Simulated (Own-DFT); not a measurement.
# Computed records: SiC (4H silicon carbide, atoms displaced)

All values are calculated (Own-DFT development build). A calculation, not a measurement: plane-wave PBE density functional theory by an unreviewed code, no spin, of a simulated periodic cell, stress positive in tension, free energy of the whole cell less one offset for each atom, forces on such cells passed a denser k mesh, this cell's mesh not checked; offsets are fitted by least squares, one for each functional and potential file, so energies compare only between cells with the same atoms and settings and are not formation energies; the far tail of each file's local potential was reset to the Coulomb form; each entry is a single point on an unrelaxed cell, so the pressure reflects the starting lattice, mostly measured values (interpolated for alloys), from which strain is counted, and rises with the displacements; printed positions are rounded, which can move forces by about a meV/angstrom; the program, named Own-DFT, is a retired in-house code; no spin-orbit coupling.

Settings shared by all entries: functional PBE; potential files PseudoDojo norm-conserving, scalar-relativistic, standard set; wave cutoff 42 hartree; occupations Fermi-Dirac; smearing width 0.1 eV; hardware one NVIDIA H200; k mesh 3 x 3 x 3 centred on Gamma.

(1) SiC (4H silicon carbide, atoms displaced)

```xyz
128
Lattice="12.3308 0.0000 0.0000 -6.1654 10.6788 0.0000 0.0000 0.0000 10.0681" Properties=species:S:1:pos:R:3 SiC
Si    12.2881     0.0099     4.1040
Si     0.0868     1.6965     1.5641
C      6.1737    10.6308     0.8918
C      0.0534     1.8028     3.4691
Si    10.7421     2.7335     4.0950
Si    -1.5076     4.4347     1.5730
C     -1.3866     2.7409     0.9666
C     -1.6236     4.3988     3.4792
Si     9.1944     5.2925     4.0529
Si    -3.1547     7.0629     1.5431
C      9.2459     5.3318     0.9499
C     -3.0952     7.1901     3.4047
Si    -4.5877     8.0658     4.0717
Si    -4.7477     9.7935     1.4813
C     -4.6663     8.0944     0.9098
C     -4.6295     9.8295     3.5788
Si    -3.1207    10.5590     4.0865
Si     2.9912     1.7509     1.6113
C      3.0590     0.1153     0.9473
C      3.0430     1.7709     3.4803
Si     1.6971     2.6563     4.0928
Si     1.5590     4.4103     1.6154
C      1.5202     2.5795     0.8555
C      1.5714     4.4355     3.4688
Si    -0.0569     5.3425     4.2590
Si    -0.0001     7.1193     1.5271
C     -0.0551     5.3651     0.9628
C      0.0732     7.0426     3.4897
Si    -1.5073     8.0493     4.0958
Si    -1.5669     9.7816     1.5728
C     -1.5375     8.0597     0.9928
C     -1.5548     9.8069     3.4926
Si    -0.0593    10.6425     4.0433
Si     6.1453     1.7137     1.5088
C      0.1324    10.5826     0.8586
C      6.1198     1.7736     3.4631
Si     4.5561     2.6869     4.1470
Si     4.6330     4.4834     1.4766
C      4.6706     2.5406     0.8260
C      4.6989     4.3975     3.4549
Si     3.0593     5.3638     4.0843
Si     3.0973     7.1624     1.5421
C      3.1326     5.4032     0.9038
C      3.1953     7.1730     3.6721
Si     1.5233     8.1028     4.0778
Si     1.5883     9.7844     1.5109
C      1.4130     8.0075     0.9631
C      1.5443     9.7623     3.5219
Si     2.9972    10.6367     4.2387
Si     9.2024     1.7808     1.5476
C      9.2799     0.0323     1.0393
C      9.1843     1.7732     3.3780
Si     7.7018     2.6313     4.0484
Si     7.8187     4.4880     1.5137
C      7.6928     2.7584     0.9564
C      7.6445     4.3201     3.3670
Si     6.1906     5.3212     4.0110
Si     6.1825     7.1110     1.6052
C      6.2061     5.2417     0.9214
C      6.1756     7.1351     3.3767
Si     4.5744     7.9924     4.0377
Si     4.6447     9.8188     1.5350
C      4.5416     8.0506     0.9231
C      4.6160     9.7576     3.4976
Si     6.1095    10.6363     9.0886
Si     6.2272     9.0023     6.5471
C     12.2408     0.0187     5.9738
C      6.1754     8.8913     8.4825
Si     7.7319     7.9039     9.1344
Si     7.6604     6.2428     6.6204
C      7.6433     7.9574     5.9897
C      7.6818     6.2262     8.4814
Si    -3.1038     5.4581     9.2172
Si     9.2050     3.5637     6.5701
C     -3.0663     5.3560     5.9568
C      9.1865     3.5692     8.4464
Si    -1.5267     2.6794     9.1535
Si    10.8802     0.8590     6.6168
C     -1.4835     2.7206     5.9872
C     10.8497     0.9194     8.5103
Si     9.3328     0.0860     9.0428
Si     3.0235     8.8913     6.5757
C      9.2624     0.1925     5.8527
C      3.0592     8.8637     8.4831
Si     4.6511     8.0170     9.0637
Si     4.5181     6.3188     6.5544
C      4.6435     8.0462     6.0455
C      4.5895     6.2364     8.5423
Si     6.1439     5.3222     9.1163
Si     6.1901     3.4952     6.5659
C      6.2021     5.3967     5.9324
C      6.1008     3.5876     8.5227
Si     7.7331     2.7289     9.1264
Si     7.7731     0.8032     6.5471
C      7.5713     2.6995     6.0900
C      7.7316     0.9381     8.5260
Si     0.1172    10.5790     9.1140
Si    -0.0116     8.9820     6.6201
C     -0.0178    10.6248     5.9778
C      0.0462     8.9132     8.4612
Si     1.5098     8.0118     9.2051
Si     1.5067     6.2364     6.5549
C      1.5466     8.1098     6.0295
C      1.4794     6.1524     8.5327
Si     2.9726     5.2994     9.0691
Si     3.1130     3.5530     6.6816
C      3.0841     5.3663     6.0860
C      2.9002     3.5949     8.5006
Si     4.6848     2.5993     9.0857
Si     4.6286     0.9078     6.6700
C      4.5835     2.7326     5.8409
C      4.6683     0.8512     8.5641
Si     3.1091     0.1680     9.1479
Si    -3.0655     8.9124     6.6270
C      3.1202     0.0599     5.9641
C     -2.9912     8.8880     8.4906
Si    -1.5157     8.1498     9.2193
Si    -1.3925     6.2429     6.6720
C     -1.6421     8.0325     6.0471
C     -1.5424     6.2722     8.5549
Si    -0.0291     5.1749     9.1088
Si     0.0981     3.5098     6.4714
C     -0.0624     5.4197     5.9300
C      0.0148     3.6555     8.5862
Si     1.4514     2.7216     9.0948
Si     1.5915     0.8537     6.6582
C      1.5636     2.6353     5.9913
C      1.5685     0.8858     8.4719
```

```
free energy of cell above offsets : -5.494 eV
pressure                          : 6.47 GPa
stress xx                         : -6.02 GPa
stress yy                         : -6.66 GPa
stress zz                         : -6.73 GPa
stress yz                         : -0.85 GPa
stress xz                         : 0.5 GPa
stress xy                         : 0.26 GPa
wall time                         : 531.4 s
```

Force:
| element | x (eV/Å) | y (eV/Å) | z (eV/Å) |
| --- | --- | --- | --- |
| Si | 0.018 | 0.629 | -0.344 |
| Si | -1.493 | 1.358 | 0.817 |
| C | -1.704 | 1.43 | -0.303 |
| C | -0.487 | -0.158 | 0.135 |
| Si | 0.557 | -2.868 | -0.52 |
| Si | -0.05 | 0.671 | 1.024 |
| C | -2.252 | -2.476 | -0.687 |
| C | 1.361 | 2.24 | -0.473 |
| Si | -0.514 | 0.973 | 0.668 |
| Si | 1.069 | 2.583 | 0.666 |
| C | 1.577 | 0.696 | 0.099 |
| C | 0.51 | -1.368 | 0.703 |
| Si | -1.295 | -1.561 | 0.539 |
| Si | 3.739 | 0.294 | 2.191 |
| C | 0.433 | -2.737 | 0.181 |
| C | -1.762 | -0.9 | -2.59 |
| Si | 1.352 | 3.375 | 0.775 |
| Si | 2.243 | 1.88 | -0.614 |
| C | -0.244 | -3.4 | 0.074 |
| C | 2.3 | -1.719 | -0.748 |
| Si | -4.024 | 0.695 | 0.692 |
| Si | -0.485 | 0.689 | -1.295 |
| C | 0.646 | 1.734 | 1.506 |
| C | -0.75 | 0.228 | 1.229 |
| Si | 0.339 | -0.679 | -6.821 |
| Si | -1.565 | -0.949 | 2.041 |
| C | 1.481 | -0.804 | -0.33 |
| C | -1.05 | 1.535 | -0.29 |
| Si | -0.321 | -1.665 | 0.301 |
| Si | 0.347 | 1.239 | 0.034 |
| C | -0.932 | -1.206 | -0.161 |
| C | -0.38 | -0.83 | -1.251 |
| Si | 1.269 | 1.562 | 1.034 |
| Si | 1.029 | 0.732 | 0.909 |
| C | -2.592 | 1.448 | 1.698 |
| C | -0.169 | -0.918 | -0.283 |
| Si | 1.253 | -0.774 | -4.743 |
| Si | 0.483 | -2.243 | 1.344 |
| C | -2.035 | 1.829 | 2.125 |
| C | -2.318 | 1.228 | -0.822 |
| Si | 1.668 | -0.557 | 0.816 |
| Si | -1.046 | -0.496 | 1.197 |
| C | -1.531 | -1.209 | 0.48 |
| C | -6.084 | -2.503 | -4.042 |
| Si | 0.717 | -3.177 | 1.443 |
| Si | 0.455 | -0.436 | 2.037 |
| C | 3.471 | 0.522 | 0.158 |
| C | -0.991 | 1.642 | -1.849 |
| Si | 1.795 | 0.787 | -8.093 |
| Si | 1.05 | 1.382 | 0.021 |
| C | 0.132 | -0.373 | -2.759 |
| C | 1.117 | -0.598 | 2.492 |
| Si | -1.184 | -0.301 | 0.742 |
| Si | -3.436 | -1.684 | 1.384 |
| C | 0.582 | -2.092 | -1.193 |
| C | 1.418 | 2.63 | 0.918 |
| Si | 0.166 | 0.374 | 0.917 |
| Si | -1.111 | -0.178 | -2.472 |
| C | 0.469 | 2.513 | -0.121 |
| C | 0.233 | -0.06 | 2.312 |
| Si | 5.411 | 2.374 | 2.528 |
| Si | -0.861 | -0.762 | 1.672 |
| C | 1.992 | 0.111 | -0.412 |
| C | -0.397 | 0.944 | -0.585 |
| Si | 2.425 | -0.145 | 0.125 |
| Si | -1.551 | -2.818 | 1.441 |
| C | 3.608 | -0.134 | -0.507 |
| C | 0.715 | 0.125 | -0.376 |
| Si | -0.143 | 3.224 | -0.992 |
| Si | 1.285 | -0.769 | -0.745 |
| C | 1.574 | 2.233 | -0.693 |
| C | -0.048 | -0.748 | 0.845 |
| Si | 0.669 | -1.953 | -3.295 |
| Si | 0.349 | 0.668 | 0.469 |
| C | -0.05 | 0.125 | 0.33 |
| C | 1.978 | 0.93 | 1.367 |
| Si | -0.565 | 1.339 | -0.338 |
| Si | -2.712 | 2.917 | -0.038 |
| C | -1.079 | -1.211 | -0.086 |
| C | -0.2 | 0.321 | -0.868 |
| Si | -2.08 | -1.982 | 1.88 |
| Si | 2.404 | 1.057 | 1.096 |
| C | 1.678 | -2.229 | 6.589 |
| C | 0.295 | 1.531 | 0.253 |
| Si | -1.006 | -0.454 | 0.622 |
| Si | 3.249 | -1.156 | 1.918 |
| C | -0.589 | 1.382 | -1.872 |
| C | -0.15 | -0.574 | -1.145 |
| Si | -0.699 | 0.662 | -0.152 |
| Si | -4.127 | 4.139 | 1.435 |
| C | -1.717 | -1.227 | 0.02 |
| C | 1.095 | -0.829 | -1.568 |
| Si | -1.372 | -0.507 | 0.111 |
| Si | -2.987 | 2.872 | 1.939 |
| C | 5.392 | -3.369 | -3.536 |
| C | 0.603 | -0.823 | -1.141 |
| Si | -0.6 | 2.157 | -0.509 |
| Si | -0.696 | -2.532 | 0.053 |
| C | 0.279 | 2.407 | -0.656 |
| C | -0.348 | -0.774 | 0.915 |
| Si | 0.451 | -1.124 | -2.237 |
| Si | 0.668 | 0.977 | 1.801 |
| C | -1.981 | -1.874 | -1.633 |
| C | -0.83 | 1.783 | -0.938 |
| Si | 2.125 | 1.62 | 0.952 |
| Si | -0.788 | 0.635 | -1.169 |
| C | -1.581 | -1.065 | -2.382 |
| C | 3.363 | -1.673 | -0.061 |
| Si | -1.623 | 1.383 | 0.437 |
| Si | 0.525 | 0.118 | -1.304 |
| C | 0.549 | -1.089 | 6.101 |
| C | 1.069 | 0.272 | -1.723 |
| Si | -0.636 | -3.195 | 0.19 |
| Si | -1.63 | 0.231 | 0.413 |
| C | -0.521 | -1.478 | 0.395 |
| C | -2.252 | 1.441 | 1.024 |
| Si | 0.63 | -2.233 | -1.584 |
| Si | -5.406 | 1.304 | 0.691 |
| C | 3.418 | -0.735 | -1.749 |
| C | 0.653 | -0.129 | 0.309 |
| Si | -0.5 | 8.636 | 2.778 |
| Si | -1.914 | 1.84 | 2.503 |
| C | 3.143 | -2.207 | 3.6 |
| C | -1.468 | -7.228 | -4.463 |
| Si | 0.942 | -1.905 | 0.23 |
| Si | -0.935 | 0.56 | -1.51 |
| C | 1.532 | -0.042 | -0.545 |
| C | -1.499 | 0.679 | 0.886 |

(2) SiC (4H silicon carbide, atoms displaced)

```xyz
128
Lattice="12.3308 0.0000 0.0000 -6.1654 10.6788 0.0000 0.0000 0.0000 10.0681" Properties=species:S:1:pos:R:3 SiC
Si    12.2154     0.1019     4.1394
Si     0.0521     1.7860     1.4761
C      6.0680    10.6259     0.9290
C     -0.0594     1.7052     3.4953
Si    10.7885     2.6193     4.0885
Si    -1.6842     4.4955     1.6311
C     -1.5543     2.7184     0.9406
C     -1.4958     4.4426     3.5508
Si    -3.0076     5.3296     4.1592
Si    -2.9643     7.1273     1.5211
C      9.2706     5.2957     0.8771
C     -3.0193     7.0920     3.5011
Si    -4.6030     8.0998     4.0892
Si    -4.6194     9.7654     1.6490
C     -4.5538     8.0840     0.9420
C     -4.6828     9.8317     3.4039
Si    -2.9844    10.6662     4.0700
Si     3.1321     1.7884     1.5221
C      3.1571     0.0406     1.0285
C      3.1091     1.7548     3.5315
Si     1.5867     2.6348     4.1631
Si     1.5488     4.4714     1.6403
C      1.5194     2.7593     0.9516
C      1.5785     4.4434     3.4387
Si    -0.0576     5.3587     4.1553
Si     0.0141     7.1332     1.5427
C      0.0051     5.3604     1.0272
C      0.0497     7.0665     3.4427
Si    -1.5282     7.9129     3.9900
Si    -1.5116     9.7699     1.6050
C     -1.5100     7.9932     1.0781
C     -1.4528     9.7856     3.4455
Si     0.0370    10.6764     4.1213
Si     6.1486     1.7862     1.5458
C      0.0875    10.6033     0.9532
C      6.0962     1.6997     3.5638
Si     4.5336     2.7068     4.0851
Si     4.6634     4.3773     1.7580
C      4.5049     2.6309     1.0569
C      4.6305     4.4527     3.4237
Si     3.1463     5.4267     3.9908
Si     3.0585     7.2042     1.5817
C      3.1098     5.3829     0.8875
C      3.1569     7.1186     3.4186
Si     1.4846     7.9776     4.0075
Si     1.6342     9.7412     1.6016
C      1.6134     8.0460     0.9155
C      1.6089     9.7732     3.5183
Si     9.2408     0.1341     4.1446
Si     9.2787     1.7294     1.6046
C      3.0570    10.6163     0.9593
C      9.1635     1.8122     3.4222
Si     7.7170     2.7066     4.0523
Si     7.6682     4.4661     1.6341
C      7.7189     2.6772     0.8953
C      7.7086     4.4822     3.4762
Si     6.1527     5.2792     4.1436
Si     6.2312     7.1544     1.5191
C      6.1455     5.3435     0.8585
C      6.1809     7.1441     3.4905
Si     4.6706     7.9944     4.0282
Si     4.6288     9.8462     1.5244
C      4.6027     7.9760     1.0178
C      4.6288     9.8559     3.4471
Si     0.0808     0.0046     9.1522
Si     6.1589     8.9021     6.5914
C     -6.0775    10.6731     5.9935
C      6.0313     8.8314     8.5303
Si     7.6701     7.8961     9.1357
Si     7.6822     6.1558     6.6370
C      7.6601     7.9316     5.9481
C      7.7707     6.3283     8.5001
Si     9.1718     5.3117     9.0172
Si     9.3284     3.7343     6.5535
C     -3.0038     5.3521     5.8904
C      9.2589     3.4491     8.4490
Si    -1.5191     2.6818     9.1854
Si    10.8208     0.9296     6.7023
C     10.7999     2.6290     6.0124
C     10.8137     0.8891     8.3164
Si     3.1523    10.6685     9.1328
Si     3.0989     8.9346     6.7131
C      3.0551    10.6125     6.0058
C      3.1015     8.8345     8.5095
Si     4.5976     8.0972     9.1372
Si     4.5965     6.0870     6.5544
C      4.5941     7.9814     5.9403
C      4.6282     6.2260     8.4516
Si     6.2259     5.3271     9.1440
Si     6.1233     3.5603     6.5591
C      6.2632     5.3812     5.9414
C      6.1320     3.5542     8.5765
Si     7.7100     2.7113     9.1402
Si     7.7174     0.8244     6.5427
C      7.8226     2.7337     5.9664
C      7.6866     0.8899     8.5755
Si     6.2223     0.0551     9.0864
Si     0.0155     8.8739     6.5485
C      0.0227    10.6622     6.0300
C      0.0315     8.9785     8.4334
Si     1.5741     8.0178     9.1063
Si     1.4986     6.3069     6.6493
C      1.5423     8.0064     5.9424
C      1.5436     6.2139     8.4634
Si     3.2176     5.3079     9.1557
Si     3.0805     3.5231     6.5634
C      3.0211     5.2456     5.9539
C      3.1433     3.4829     8.5048
Si     4.6245     2.6263     9.2539
Si     4.6531     0.9116     6.6193
C      4.6197     2.7724     5.9626
C      4.5662     0.9652     8.5177
Si    -3.1063    10.6395     9.0888
Si    -3.1199     8.8756     6.6181
C     -3.0738    10.6763     5.9567
C     -3.1637     8.8589     8.4835
Si    -1.6582     8.0320     9.1080
Si    -1.5980     6.2715     6.6748
C     -1.5385     8.0210     6.1267
C     -1.5232     6.2398     8.5640
Si     0.1408     5.2996     9.0633
Si    -0.0364     3.5355     6.6209
C      0.0470     5.4146     5.9300
C      0.0589     3.6521     8.5672
Si     1.6204     2.5759     9.1720
Si     1.6915     0.9966     6.5929
C      1.5148     2.7006     5.9702
C      1.6280     0.8293     8.4978
```

```
free energy of cell above offsets : -7.321 eV
pressure                          : 5.72 GPa
stress xx                         : -4.68 GPa
stress yy                         : -5.02 GPa
stress zz                         : -7.46 GPa
stress yz                         : 0.39 GPa
stress xz                         : 0.19 GPa
stress xy                         : -1.08 GPa
wall time                         : 527.8 s
```

Force:
| element | x (eV/Å) | y (eV/Å) | z (eV/Å) |
| --- | --- | --- | --- |
| Si | 1.92 | -3.541 | 0.183 |
| Si | -1.53 | -0.183 | 2.156 |
| C | 3.713 | 2.21 | -0.896 |
| C | 1.457 | 3.47 | -1.76 |
| Si | -0.138 | 0.838 | 0.446 |
| Si | 3.969 | -0.768 | -0.357 |
| C | 0.079 | -1.205 | 1.107 |
| C | -1.635 | -0.803 | -1.147 |
| Si | -1.262 | 0.393 | -3.248 |
| Si | -2.866 | -1.498 | 1.523 |
| C | -2.431 | 1.637 | 0.269 |
| C | -1.788 | -0.264 | -1.284 |
| Si | -0.364 | -1.629 | -0.305 |
| Si | 0.202 | 1.562 | -2.287 |
| C | -0.025 | -1.98 | -0.339 |
| C | 1.048 | 0.326 | 2.974 |
| Si | -1.396 | -0.496 | -0.107 |
| Si | -4.258 | -1.339 | 3.088 |
| C | -1.596 | -1.422 | -1.849 |
| C | -1.037 | 0.198 | -1.353 |
| Si | -1.265 | 0.649 | -2.309 |
| Si | -0.025 | 1.235 | -1.772 |
| C | 1.273 | -2.281 | -0.014 |
| C | -0.173 | -0.142 | 1.989 |
| Si | 2.727 | -0.614 | -1.749 |
| Si | 1.371 | -0.845 | 0.224 |
| C | -0.467 | -0.493 | -1.465 |
| C | -1.286 | 0.389 | -0.451 |
| Si | 1.291 | 2.302 | 2.39 |
| Si | 1.078 | 0.867 | -0.498 |
| C | 0.417 | 1.489 | -3.107 |
| C | -0.827 | -1.038 | 1.113 |
| Si | 0.137 | -1.158 | 0.087 |
| Si | 0.529 | -1.619 | 1.215 |
| C | -1.209 | 1.164 | -0.264 |
| C | 0.922 | 3.04 | -1.804 |
| Si | 2.055 | -0.987 | 0.59 |
| Si | -0.936 | 2.027 | -7.359 |
| C | 4.907 | 2.2 | -1.567 |
| C | 0.551 | 0.023 | 4.722 |
| Si | -2.03 | -1.993 | 1.86 |
| Si | 1.199 | -2.619 | -0.597 |
| C | -0.035 | -0.782 | 2.76 |
| C | -1.56 | 1.099 | 0.217 |
| Si | 2.695 | 0.581 | 2.085 |
| Si | -2.03 | 0.776 | 0.473 |
| C | -1.736 | -0.571 | 0.148 |
| C | -0.699 | 0.528 | -0.782 |
| Si | 0.456 | -3.392 | -0.475 |
| Si | -0.85 | 0.614 | -1.777 |
| C | 1.832 | 1.78 | -0.916 |
| C | 1.711 | 0.23 | 0.898 |
| Si | -1.703 | -0.294 | 1.255 |
| Si | 0.717 | 0.144 | -1.987 |
| C | -0.193 | 0.142 | 2.133 |
| C | 0.326 | -0.124 | 0.337 |
| Si | 1.06 | 2.097 | -1.748 |
| Si | -1.054 | -0.641 | 1.443 |
| C | 0.683 | -0.22 | 3.193 |
| C | 1.056 | -1.23 | -1.139 |
| Si | -0.845 | 1.825 | 1.231 |
| Si | -1.492 | -2.328 | 2.216 |
| C | 1.252 | 1.832 | -1.728 |
| C | -0.892 | -0.329 | 0.187 |
| Si | -1.661 | -1.218 | -1.645 |
| Si | -0.706 | -0.916 | 0.103 |
| C | -0.712 | 1.132 | 0.593 |
| C | 4.42 | 2.067 | -1.002 |
| Si | -0.664 | 5.314 | 0.863 |
| Si | 1.751 | 2.331 | -1.066 |
| C | 1.122 | 1.067 | 0.97 |
| C | -1.439 | -4.784 | -1.423 |
| Si | 3.051 | -0.919 | 2.026 |
| Si | -0.649 | -5.038 | 1.273 |
| C | -1.359 | 1.859 | 3.494 |
| C | 0.053 | 2.764 | -0.043 |
| Si | 0.214 | 0.321 | -1.934 |
| Si | -0.104 | -1.443 | -7.389 |
| C | -0.251 | 1.246 | -1.07 |
| C | 0.618 | 0.067 | 9.998 |
| Si | -1.505 | 0.319 | -0.596 |
| Si | -0.017 | -2.119 | -3.297 |
| C | 1.467 | 1.943 | 0.022 |
| C | -0.726 | 2.128 | 0.645 |
| Si | -0.774 | -3.882 | 1.395 |
| Si | -0.051 | 2.604 | 0.582 |
| C | 0.211 | -0.107 | 0.395 |
| C | 1.379 | 0.229 | 0.415 |
| Si | -1.814 | 0.412 | -1.58 |
| Si | 2.385 | 0.178 | 1.428 |
| C | -2.725 | -2.338 | 1.033 |
| C | 0.716 | -0.016 | -1.309 |
| Si | -0.257 | -1.338 | -1.182 |
| Si | 0.566 | 2.327 | 2.207 |
| C | -1.72 | -0.701 | -0.312 |
| C | 2.296 | 0.917 | -1.911 |
| Si | -1.846 | -1.485 | 1.254 |
| Si | 0.18 | 0.276 | 1.342 |
| C | -0.843 | 0.345 | -1.283 |
| C | -0.644 | -1.382 | 1.241 |
| Si | -1.521 | -0.253 | -0.131 |
| Si | 1.286 | -1.265 | -1.592 |
| C | 0.33 | 0.474 | 0.078 |
| C | 1.958 | 0.954 | 1.038 |
| Si | -1.841 | -0.352 | -1.294 |
| Si | -0.456 | 0.934 | 1.693 |
| C | 0.771 | 1.795 | -0.725 |
| C | -0.663 | 0.781 | 0.099 |
| Si | -0.22 | 1.386 | -1.435 |
| Si | -0.147 | 0.21 | -0.11 |
| C | -0.212 | -2.198 | -0.619 |
| C | 1.241 | -2.019 | -0.091 |
| Si | 2.012 | -0.344 | 1.795 |
| Si | -0.119 | 0.045 | -0.666 |
| C | 1.17 | -0.042 | 0.276 |
| C | -0.312 | 0.709 | 0.561 |
| Si | 3.029 | -0.124 | 0.496 |
| Si | 2.263 | -0.022 | -0.314 |
| C | -0.755 | -0.073 | -2.943 |
| C | -0.53 | -0.945 | -0.702 |
| Si | -2.601 | 2.694 | 3.203 |
| Si | 0.909 | 1.543 | 0.263 |
| C | -1.87 | -1.226 | 2.51 |
| C | -0.421 | -4.705 | -1.741 |
| Si | -0.448 | 2.299 | -0.875 |
| Si | -2.555 | -2.313 | 0 |
| C | 0.54 | -0.159 | 1.05 |
| C | -1.795 | 1.219 | -0.132 |
